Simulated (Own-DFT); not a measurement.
# Computed records: SiC (2H silicon carbide, atoms displaced), GaP (zincblende, atoms displaced), SiC (4H silicon carbide, atoms displaced)

All values are calculated (Own-DFT development build). A calculation, not a measurement: plane-wave PBE density functional theory by an unreviewed code, no spin, of a simulated periodic cell, stress positive in tension, free energy of the whole cell less one offset for each atom, forces on such cells passed a denser k mesh, this cell's mesh not checked; offsets are fitted by least squares, one for each functional and potential file, so energies compare only between cells with the same atoms and settings and are not formation energies; the far tail of each file's local potential was reset to the Coulomb form; each entry is a single point on an unrelaxed cell, so the pressure reflects the starting lattice, mostly measured values (interpolated for alloys), from which strain is counted, and rises with the displacements; printed positions are rounded, which can move forces by about a meV/angstrom; the program, named Own-DFT, is a retired in-house code; no spin-orbit coupling.

Common to all runs: functional PBE; potential files PseudoDojo norm-conserving, scalar-relativistic, standard set; wave cutoff 42 hartree; occupations Fermi-Dirac; smearing width 0.1 eV; hardware one NVIDIA H100.

(1) 
```cif
# cell vector a (Å): 6.1654 0.0000 0.0000
# cell vector b (Å): -3.0827 5.3394 0.0000
# cell vector c (Å): 0.0000 0.0000 10.0681
data_SiC
_symmetry_space_group_name_H-M 'P 1'
_symmetry_Int_Tables_number 1
_cell_length_a 6.1654
_cell_length_b 6.1654
_cell_length_c 10.0681
_cell_angle_alpha 90.000
_cell_angle_beta 90.000
_cell_angle_gamma 120.000
_cell_volume 331.44
loop_
_atom_site_label
_atom_site_type_symbol
_atom_site_fract_x
_atom_site_fract_y
_atom_site_fract_z
_atom_site_occupancy
Si1 Si 0.99951 0.99468 0.00532 1
Si2 Si 0.16223 0.33095 0.24437 1
C1 C 0.00423 0.00414 0.18970 1
C2 C 0.17064 0.33719 0.43334 1
Si3 Si 0.99646 0.00715 0.49761 1
Si4 Si 0.15986 0.33390 0.75177 1
C3 C 0.00009 0.00079 0.68624 1
C4 C 0.16941 0.33603 0.93355 1
Si5 Si 0.99313 0.49890 0.99860 1
Si6 Si 0.16936 0.82251 0.24395 1
C5 C 0.01369 0.50710 0.18774 1
C6 C 0.16518 0.82567 0.43428 1
Si7 Si 0.98399 0.48745 0.49162 1
Si8 Si 0.15832 0.82957 0.74838 1
C7 C 0.00287 0.49262 0.68484 1
C8 C 0.17219 0.83097 0.93286 1
Si9 Si 0.49611 0.99876 0.00047 1
Si10 Si 0.66537 0.33294 0.25284 1
C9 C 0.50175 0.00470 0.18355 1
C10 C 0.68154 0.33401 0.44117 1
Si11 Si 0.50067 0.99107 0.50060 1
Si12 Si 0.66735 0.32738 0.74447 1
C11 C 0.50738 0.00865 0.68493 1
C12 C 0.67076 0.32863 0.94374 1
Si13 Si 0.49610 0.50461 0.99811 1
Si14 Si 0.66820 0.83122 0.25269 1
C13 C 0.49995 0.49848 0.18616 1
C14 C 0.67721 0.84116 0.43605 1
Si15 Si 0.49774 0.50672 0.49229 1
Si16 Si 0.67926 0.83448 0.75357 1
C15 C 0.49346 0.49577 0.68847 1
C16 C 0.66244 0.83579 0.93746 1
_calc_k_mesh '5 x 5 x 3 centred on Gamma'
_calc_free_energy_of_cell_above_offsets '-3.954'  # eV
_calc_pressure 4.42  # GPa
_calc_stress_xx -3.43  # GPa
_calc_stress_yy -4.07  # GPa
_calc_stress_zz -5.76  # GPa
_calc_stress_yz -1.08  # GPa
_calc_stress_xz -1.38  # GPa
_calc_stress_xy -1.79  # GPa
_calc_wall_time 120  # s
```

Force:
```
element  x (eV/Å)  y (eV/Å)  z (eV/Å)
     Si    -0.207     0.656    -1.593
     Si      1.11     0.451     0.851
      C     0.065    -1.329    -0.229
      C    -0.487    -0.395    -0.274
     Si     2.324    -0.354      0.21
     Si     1.389    -0.256    -0.813
      C     0.161     0.113    -0.048
      C    -0.592    -0.736     1.625
     Si     1.498     0.097    -0.006
     Si     -0.49     2.275     1.504
      C    -1.582    -1.677    -0.966
      C    -0.331     0.624      0.24
     Si     3.785     2.767     2.162
     Si     1.441     0.221    -0.937
      C    -1.396     0.897    -0.422
      C    -1.354    -0.004     1.097
     Si     0.511     0.273    -0.605
     Si     0.536     0.141    -0.775
      C     0.569    -0.582     1.266
      C    -4.416    -1.913    -1.846
     Si    -1.057     0.592    -0.216
     Si    -0.494     1.136     1.103
      C    -0.027    -2.169     0.573
      C    -1.641     0.481    -1.595
     Si     1.037    -0.632    -0.191
     Si     -0.37     0.437    -1.424
      C    -0.035     0.322     0.546
      C    -0.901     -0.86    -0.044
     Si     1.166    -0.679     1.836
     Si      -1.9    -0.498    -1.116
      C     0.601     0.618    -0.569
      C     1.088    -0.017     0.656
```

(2) 
```cif
# cell vector a (Å): 10.9010 0.0000 0.0000
# cell vector b (Å): 0.0000 10.9010 0.0000
# cell vector c (Å): 0.0000 0.0000 10.9010
data_GaP
_symmetry_space_group_name_H-M 'P 1'
_symmetry_Int_Tables_number 1
_cell_length_a 10.9010
_cell_length_b 10.9010
_cell_length_c 10.9010
_cell_angle_alpha 90.000
_cell_angle_beta 90.000
_cell_angle_gamma 90.000
_cell_volume 1295.39
loop_
_atom_site_label
_atom_site_type_symbol
_atom_site_fract_x
_atom_site_fract_y
_atom_site_fract_z
_atom_site_occupancy
Ga1 Ga 0.01000 0.00535 0.99632 1
Ga2 Ga 0.99129 0.25755 0.25461 1
Ga3 Ga 0.24345 0.00714 0.25557 1
Ga4 Ga 0.25355 0.24215 0.00520 1
P1 P 0.12618 0.10440 0.13063 1
P2 P 0.14291 0.37886 0.38050 1
P3 P 0.38504 0.13329 0.37557 1
P4 P 0.37430 0.36281 0.11753 1
Ga5 Ga 0.98803 0.01348 0.51412 1
Ga6 Ga 0.99850 0.25872 0.74491 1
Ga7 Ga 0.26218 0.98302 0.76087 1
Ga8 Ga 0.24046 0.24889 0.49226 1
P5 P 0.11525 0.13211 0.62564 1
P6 P 0.14160 0.36920 0.86233 1
P7 P 0.36265 0.11273 0.87624 1
P8 P 0.38969 0.36601 0.62676 1
Ga9 Ga 0.00268 0.51203 0.01955 1
Ga10 Ga 0.99027 0.74933 0.24891 1
Ga11 Ga 0.26210 0.50538 0.24331 1
Ga12 Ga 0.24967 0.74325 0.99386 1
P9 P 0.11365 0.63474 0.13207 1
P10 P 0.11789 0.88418 0.37236 1
P11 P 0.37661 0.62897 0.36576 1
P12 P 0.37786 0.87919 0.13037 1
Ga13 Ga 0.99206 0.50815 0.51748 1
Ga14 Ga 0.00592 0.75568 0.75718 1
Ga15 Ga 0.25263 0.50271 0.74978 1
Ga16 Ga 0.24304 0.75101 0.50356 1
P13 P 0.13075 0.62743 0.62415 1
P14 P 0.12924 0.86850 0.87047 1
P15 P 0.36966 0.62825 0.86508 1
P16 P 0.37102 0.87259 0.61443 1
Ga17 Ga 0.48397 0.98658 0.02492 1
Ga18 Ga 0.48929 0.25578 0.25435 1
Ga19 Ga 0.74578 0.99698 0.26347 1
Ga20 Ga 0.74448 0.26464 0.98740 1
P17 P 0.62560 0.13638 0.11816 1
P18 P 0.60933 0.36165 0.39147 1
P19 P 0.87415 0.12018 0.37671 1
P20 P 0.87957 0.35643 0.13360 1
Ga21 Ga 0.48583 0.00450 0.50906 1
Ga22 Ga 0.49897 0.26369 0.76105 1
Ga23 Ga 0.74624 0.00521 0.74450 1
Ga24 Ga 0.74794 0.23812 0.49231 1
P21 P 0.64141 0.11930 0.61940 1
P22 P 0.63653 0.38291 0.89454 1
P23 P 0.88696 0.11578 0.87184 1
P24 P 0.86740 0.37046 0.61755 1
Ga25 Ga 0.49877 0.50671 0.99465 1
Ga26 Ga 0.49169 0.76022 0.25749 1
Ga27 Ga 0.75011 0.48276 0.25402 1
Ga28 Ga 0.76435 0.74566 0.00154 1
P25 P 0.63517 0.61916 0.13655 1
P26 P 0.62595 0.87413 0.38504 1
P27 P 0.88010 0.61720 0.37836 1
P28 P 0.88619 0.89002 0.12639 1
Ga29 Ga 0.49246 0.50728 0.49378 1
Ga30 Ga 0.49473 0.73457 0.76705 1
Ga31 Ga 0.75884 0.49976 0.76503 1
Ga32 Ga 0.73633 0.75663 0.49900 1
P29 P 0.63549 0.62947 0.63112 1
P30 P 0.63206 0.87413 0.86559 1
P31 P 0.88038 0.60579 0.87923 1
P32 P 0.86730 0.87578 0.61663 1
_calc_k_mesh '3 x 3 x 3 centred on Gamma'
_calc_free_energy_of_cell_above_offsets '-25.455'  # eV
_calc_pressure 4.93  # GPa
_calc_stress_xx -4.78  # GPa
_calc_stress_yy -5.01  # GPa
_calc_stress_zz -5.01  # GPa
_calc_stress_yz 2.26  # GPa
_calc_stress_xz -1.33  # GPa
_calc_stress_xy -0.7  # GPa
_calc_wall_time 591.3  # s
```

Force:
```
element  x (eV/Å)  y (eV/Å)  z (eV/Å)
     Ga    -0.087     -1.06    -0.285
     Ga     2.861    -2.156      1.93
     Ga     1.796    -1.013     1.298
     Ga    -1.498    -0.791    -0.666
      P    -0.616     3.546    -0.717
      P     -2.42      1.61    -1.403
      P    -2.023    -1.352      0.41
      P     0.335     2.138     0.155
     Ga     0.821    -1.041     -0.75
     Ga    -0.099    -0.223     0.433
     Ga    -1.148      0.51    -2.095
     Ga     1.515    -1.247     1.687
      P     1.684    -0.711       0.4
      P    -1.368     0.359     1.965
      P     2.326     1.064     0.929
      P    -2.036     1.617    -1.008
     Ga    -0.196    -2.712    -1.188
     Ga    -0.086     1.159      1.09
     Ga    -1.077    -0.758    -0.429
     Ga    -0.246     0.578     1.232
      P     2.687    -0.146     0.041
      P    -0.232    -0.796     1.082
      P    -0.726     0.213     1.248
      P     -3.79    -3.132     2.192
     Ga     1.001     -0.74    -0.867
     Ga    -1.524    -1.202    -1.462
     Ga     0.277    -1.015    -1.355
     Ga     -0.14     0.515    -1.818
      P    -0.708     -0.22     1.035
      P    -0.029     0.741      1.39
      P    -0.917    -1.892     2.466
      P     0.365    -0.837     1.798
     Ga     4.116     3.621    -4.211
     Ga     1.749    -0.132    -1.135
     Ga    -0.028     0.609    -1.678
     Ga     3.449    -4.305     2.714
      P    -0.531    -1.036     1.012
      P     1.086     1.226    -1.287
      P     0.254     0.687    -0.642
      P    -1.504     2.591    -2.473
     Ga     1.781     0.378    -0.488
     Ga     1.345    -1.958     0.654
     Ga     1.344    -1.138     0.898
     Ga     0.245     0.865     0.035
      P     -2.97     0.968     0.645
      P    -3.196     2.211    -3.599
      P    -1.309     1.673    -0.424
      P    -0.264     0.343       0.9
     Ga     0.002     0.184     1.362
     Ga     1.912    -0.435    -0.475
     Ga    -0.136    -0.185     0.937
     Ga    -0.593     0.594     0.098
      P    -1.052     0.889    -0.702
      P    -2.088     1.224    -1.139
      P    -1.378     0.644    -0.293
      P    -1.343    -1.132    -0.133
     Ga     1.005    -0.167     1.298
     Ga     2.838     2.843    -2.842
     Ga     -1.18    -0.968    -2.363
     Ga     2.026    -1.614     0.551
      P     -1.38    -1.045     0.307
      P    -1.037    -0.507     1.819
      P     1.414     2.565     0.582
      P      0.72    -0.504     1.334
```

(3) 
```cif
# cell vector a (Å): 6.1654 0.0000 0.0000
# cell vector b (Å): -3.0827 5.3394 0.0000
# cell vector c (Å): 0.0000 0.0000 10.0681
data_SiC
_symmetry_space_group_name_H-M 'P 1'
_symmetry_Int_Tables_number 1
_cell_length_a 6.1654
_cell_length_b 6.1654
_cell_length_c 10.0681
_cell_angle_alpha 90.000
_cell_angle_beta 90.000
_cell_angle_gamma 120.000
_cell_volume 331.44
loop_
_atom_site_label
_atom_site_type_symbol
_atom_site_fract_x
_atom_site_fract_y
_atom_site_fract_z
_atom_site_occupancy
Si1 Si 0.02520 0.00337 0.41542 1
Si2 Si 0.16976 0.34435 0.17024 1
C1 C 0.99126 0.98700 0.10063 1
C2 C 0.13809 0.32517 0.34622 1
Si3 Si 0.01408 0.50994 0.41634 1
Si4 Si 0.15371 0.84652 0.13501 1
C3 C 0.00366 0.50639 0.09285 1
C4 C 0.18846 0.86886 0.32140 1
Si5 Si 0.45734 0.99725 0.41265 1
Si6 Si 0.65975 0.34931 0.16369 1
C5 C 0.52858 0.03588 0.08366 1
C6 C 0.65229 0.33468 0.34824 1
Si7 Si 0.47703 0.48148 0.40958 1
Si8 Si 0.69076 0.81558 0.14790 1
C7 C 0.51454 0.47936 0.08785 1
C8 C 0.68703 0.83626 0.35528 1
Si9 Si 0.99645 0.99052 0.92481 1
Si10 Si 0.85883 0.67916 0.66056 1
C9 C 0.98921 0.97816 0.59791 1
C10 C 0.84063 0.66738 0.85768 1
Si11 Si 0.01591 0.53064 0.91409 1
Si12 Si 0.84461 0.18232 0.64724 1
C11 C 0.99141 0.49815 0.59883 1
C12 C 0.82064 0.17036 0.85558 1
Si13 Si 0.51373 0.97198 0.91289 1
Si14 Si 0.34188 0.69476 0.65227 1
C13 C 0.53455 0.01790 0.59315 1
C14 C 0.35514 0.65919 0.84434 1
Si15 Si 0.52386 0.48305 0.90022 1
Si16 Si 0.33480 0.16056 0.66040 1
C15 C 0.51937 0.52983 0.58690 1
C16 C 0.29875 0.12769 0.83929 1
_calc_k_mesh '5 x 5 x 3 centred on Gamma'
_calc_free_energy_of_cell_above_offsets '5.290'  # eV
_calc_pressure 10.12  # GPa
_calc_stress_xx -11.44  # GPa
_calc_stress_yy -7.76  # GPa
_calc_stress_zz -11.17  # GPa
_calc_stress_yz 1.3  # GPa
_calc_stress_xz -1.4  # GPa
_calc_stress_xy 1.02  # GPa
_calc_wall_time 119.6  # s
```

Force:
```
element  x (eV/Å)  y (eV/Å)  z (eV/Å)
     Si    -3.659     -1.57    -1.721
     Si    -0.016    -0.309    -3.429
      C    -0.359     5.391    -1.388
      C     2.165     0.642     1.807
     Si    -3.458     0.233    -2.612
     Si     7.403    -1.452     2.987
      C      0.27     0.336     2.019
      C    -1.976    -3.505     2.109
     Si     7.472     2.118    -1.462
     Si     5.522    -3.357     1.071
      C    -0.623    -3.317     2.802
      C     1.289    -0.131     0.407
     Si     1.286     3.617    -0.895
     Si    -6.365     -0.28     4.069
      C    -5.743     2.816    -0.901
      C    -2.048    -1.172    -1.828
     Si    -1.678     2.234    -4.179
     Si    -3.348    -2.426     1.383
      C     1.645     4.671    -1.058
      C      0.36     1.288     -2.83
     Si     2.749    -4.086    -1.245
     Si     2.127     -2.24     4.145
      C     2.405     2.677     -0.92
      C     3.188     1.499     -2.36
     Si    -2.763      2.02    -1.583
     Si     2.433    -2.183     1.613
      C    -5.013    -1.093    -0.552
      C     -1.05      -0.8    -0.198
     Si    -3.725    -2.527     0.367
     Si    -0.325     1.469    -0.286
      C    -0.765    -2.404     2.949
      C     2.604     1.841     1.718
```
